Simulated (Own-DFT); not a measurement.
## Calculated data, Si47N64 (beta silicon nitride with one vacancy, atoms displaced)

All values are calculated (Own-DFT development build). A calculation, not a measurement: plane-wave PBE density functional theory by an unreviewed code, no spin, of a simulated periodic cell, stress positive in tension, free energy of the whole cell less one offset for each atom, defect cell not probed for a lower state with spin; forces on such cells moved up to 12 meV/angstrom on a denser k mesh; offsets are fitted by least squares, one for each functional and potential file, so energies compare only between cells with the same atoms and settings and are not formation energies; the far tail of each file's local potential was reset to the Coulomb form; each entry is a single point on an unrelaxed cell, so the pressure reflects the starting lattice, mostly measured values (interpolated for alloys), from which strain is counted, and rises with the displacements; printed positions are rounded, which can move forces by about a meV/angstrom; the program, named Own-DFT, is a retired in-house code; no spin-orbit coupling; before rounding, a Quantum ESPRESSO 7.3.1 run of the same cell and cutoff gave forces within 1 meV/angstrom rms on each cell, which checks the program and not the settings.

```xyz
111
Lattice="15.2120 0.0000 0.0000 -7.6060 13.1740 0.0000 0.0000 0.0000 5.8180" Properties=species:S:1:pos:R:3:force_x:R:1:force_y:R:1:force_z:R:1 formula=Si47N64 functional=PBE potential_files=PseudoDojo_norm-conserving,scalar-relativistic,standard_set wave_cutoff=42 occupations=Fermi-Dirac smearing_width=0.1 k_mesh=2_x_2_x_4_centred_on_Gamma free_energy_of_cell_above_offsets=-5.593 pressure=5.78 stress_xx=-5.73 stress_yy=-5.57 stress_zz=-6.06 stress_yz=-0.35 stress_xz=-0.18 stress_xy=-0.84
Si    -1.6511     5.0442     0.7514      2.172      0.542     -0.743
Si     0.2236     2.6782     0.7453     -0.702     -0.234     -1.126
Si     1.3893     5.4436     0.6906      0.304      0.461     -0.107
Si     5.4181     1.5692     2.1441     -1.547     -1.151      0.208
Si     3.5688     3.8829     2.1422     -0.209      0.913      2.341
Si     2.3656     1.1581     2.2057       0.63      1.635     -0.558
N      2.4126     0.2353     0.7313      0.104     -1.624     -0.171
N      6.2260     1.9565     0.6937      0.846      0.302     -0.243
N      2.7936     4.3830     0.7439     -0.942      1.161     -1.319
N      1.3916     6.3886     2.1819      0.614     -0.008     -1.416
N     -2.4132     4.6183     2.1744     -1.569     -0.352      1.545
N      1.0245     2.2031     2.1532       0.57     -0.393     -0.276
N      0.0248     4.4325     0.7230     -1.359      -0.73     -0.012
N      3.8131     2.2324     2.1637     -0.202     -2.083     -0.022
Si    -1.5587     5.0249     3.6847      0.036      0.828     -1.809
Si     1.3711     5.4418     3.6031      0.465     -1.437       0.57
Si     5.4092     1.4927     5.0742     -0.248      1.013      -1.32
Si     3.6469     3.9104     5.1416     -2.539     -0.961     -2.295
Si     2.4332     1.1213     5.0515      -1.08      2.464      1.768
N      2.4640     0.2259     3.6564     -0.296     -1.382      -1.44
N      6.2393     1.9936     3.5547      0.348     -0.064      2.219
N      2.7851     4.4207     3.6099      0.802      0.044      1.035
N      1.3304     6.4158     5.0298      0.885      0.467      1.539
N     -2.4151     4.6119     5.0798     -1.782     -0.597       1.01
N      1.0194     2.1559     5.0806      0.463     -0.098      1.278
N      0.0028     4.4336     3.6264      0.254      0.047      0.019
N      3.8132     2.1539     5.0675      0.595      1.163      0.175
Si    -5.4119    11.6827     0.7073     -0.175      -0.75      0.606
Si    -3.5845     9.2727     0.7942      0.548     -0.005      -2.81
Si    -2.4791    12.0284     0.7256      1.739      0.309      0.137
Si     1.6819     8.0652     2.1601     -2.118      1.545      0.683
Si    -0.1958    10.4985     2.1789       -2.7      -0.96      0.174
Si    -1.3713     7.7301     2.1765      0.324      0.914      0.952
N     -1.4090     6.7739     0.7792     -0.124     -0.118     -1.606
N      2.4481     8.6376     0.7354      0.018     -0.914     -0.426
N     -1.0273    10.9696     0.6989     -1.075      1.152      1.356
N     -2.4303    12.9832     2.2082      0.234      0.362     -1.211
N     -6.2559    11.2057     2.2021       0.53      0.657     -0.779
N     -2.7715     8.7756     2.1584      0.385     -0.496      1.712
N     -3.7853    10.9698     0.7236     -1.727      0.634     -0.042
N      0.0106     8.7921     2.2361      0.752     -1.183     -0.767
Si    -5.4024    11.7056     3.6507        0.1     -1.461     -1.198
Si    -3.5726     9.2576     3.6607     -0.735     -0.721     -0.855
Si    -2.4524    12.0371     3.6474      0.234     -1.904      -1.22
Si     1.5723     8.1833     5.0878      0.197     -1.231       0.64
Si    -0.2179    10.5699     5.0994     -0.664     -2.094     -0.776
Si    -1.3222     7.7034     5.0989     -1.717      1.083      0.546
N     -1.4195     6.8296     3.6501      -0.47     -1.878     -0.346
N      2.4366     8.5773     3.6663     -0.439     -0.655     -1.163
N     -1.0231    10.9745     3.6512     -0.933      1.077     -0.786
N     -2.4063    12.9826     5.0354      0.005     -0.616      2.003
N     -6.2637    11.2103     5.0378      0.618      0.666      1.676
N     -2.7628     8.8256     5.0707      0.782     -1.343      1.871
N     -3.8406    10.9253     3.6075      0.419      2.283      0.265
N     -0.0150     8.7780     5.0278      0.586      1.652      0.861
Si     6.0088     5.0823     0.7355     -0.383     -1.109      0.131
Si     7.8204     2.6620     0.7262     -1.016      0.907     -0.112
Si     9.0065     5.3875     0.6997     -1.183      1.767      0.632
Si    13.0272     1.5332     2.1983      1.774     -0.222     -0.467
Si    11.1586     3.9686     2.1665      2.179     -1.991      1.899
Si    10.0067     1.1577     2.0994       1.27      1.829      4.257
N      9.9963     0.2518     0.7694     -0.372     -3.036     -3.222
N     13.8419     1.9485     0.6931     -0.342      0.226      0.332
N     10.4024     4.4277     0.7559     -0.201     -0.174     -1.887
N      8.9990     6.3737     2.1778      0.353      -0.15     -0.803
N      5.1666     4.5814     2.1930      0.447      0.598     -0.901
N      8.6161     2.1816     2.1500      0.282      0.167      1.296
N      7.5957     4.4147     0.7098      0.412     -1.316      0.077
N     11.4669     2.1883     2.1805     -2.791      1.164     -0.163
Si     5.9880     5.0881     3.6068     -0.762     -0.505      1.059
Si     7.8150     2.7020     3.6861     -0.778      0.349     -2.653
Si     8.9556     5.4601     3.6320     -0.319     -0.399       0.03
Si    12.9763     1.5241     5.0461      2.781      -0.53     -0.031
Si    11.1703     3.9047     5.0725      1.459     -0.823      0.888
Si    10.0245     1.1171     5.0817     -0.333      0.674     -0.408
N      9.9853     0.1600     3.6313     -0.032      2.506     -0.639
N     13.8737     1.9613     3.6190     -1.176      -0.14      0.647
N     10.3490     4.3857     3.6739     -0.455      0.448     -1.267
N      8.9981     6.3916     5.0829      0.363     -0.997      0.572
N      5.1510     4.6346     5.1106      1.609      0.688     -0.419
N      8.5719     2.1749     5.0762      2.005      -1.07      0.904
N      7.5500     4.4207     3.6510      1.517     -0.479     -0.056
N     11.4091     2.1457     5.1069     -1.696      1.724     -0.073
Si     2.2135    11.6583     0.7122     -1.401     -0.674      1.039
Si     4.1084     9.2454     0.7478     -2.025      0.966     -0.534
Si     5.1648    12.0044     0.7258     -0.383      0.102      0.171
Si     9.2126     8.1081     2.1637     -0.648      0.334       0.27
Si     7.3630    10.5161     2.2495      1.473     -1.268     -3.382
Si     6.2354     7.7060     2.1800      1.024      0.485      0.184
N      6.2160     6.7638     0.7253     -0.128      0.443      0.501
N     10.0486     8.6104     0.7165      -0.47     -0.806      0.477
N      6.5463    10.9877     0.7267      0.647     -0.416      0.481
N      5.2192    12.9631     2.1757     -0.277      0.078     -0.453
N      1.3051    11.1280     2.1732      4.263      2.746      0.073
N      4.8767     8.7384     2.1662     -1.064       0.15      1.293
N      3.7488    10.9560     0.7081      1.709      0.376      0.392
N      7.5968     8.7691     2.1943      0.265      0.179     -0.259
Si     2.2120    11.6831     3.6474     -0.457     -2.919     -1.042
Si     3.9827     9.2084     3.6310      2.005      1.538      0.483
Si     5.1630    12.0572     3.6186      0.624      -1.27      0.439
Si     9.2480     8.0782     5.0980     -0.788      1.249     -0.258
Si     7.3812    10.5158     5.1025     -0.224     -1.178     -0.381
Si     6.2504     7.6959     5.1105      0.192      1.835     -0.385
N      6.2322     6.7944     3.6487     -0.484      -0.45     -0.352
N      9.9927     8.5593     3.6323      1.601       0.11     -0.195
N      6.5938    10.9596     3.5994     -2.243      1.551      3.074
N      5.1612    12.9350     5.1023        0.1      0.805     -0.416
N      1.3534    11.1907     5.0861      1.303      0.979      0.157
N      4.8303     8.7703     5.1183      1.055     -1.027     -1.281
N      3.8176    10.9638     3.6451     -0.708     -0.268      -0.35
N      7.6450     8.7608     5.0948     -0.781      0.315      0.284
```

Units: wave_cutoff in hartree; smearing_width, free_energy_of_cell_above_offsets in eV; pressure, stress_xx, stress_yy, stress_zz, stress_yz, stress_xz, stress_xy in GPa; force_x, force_y, force_z in eV/Å.
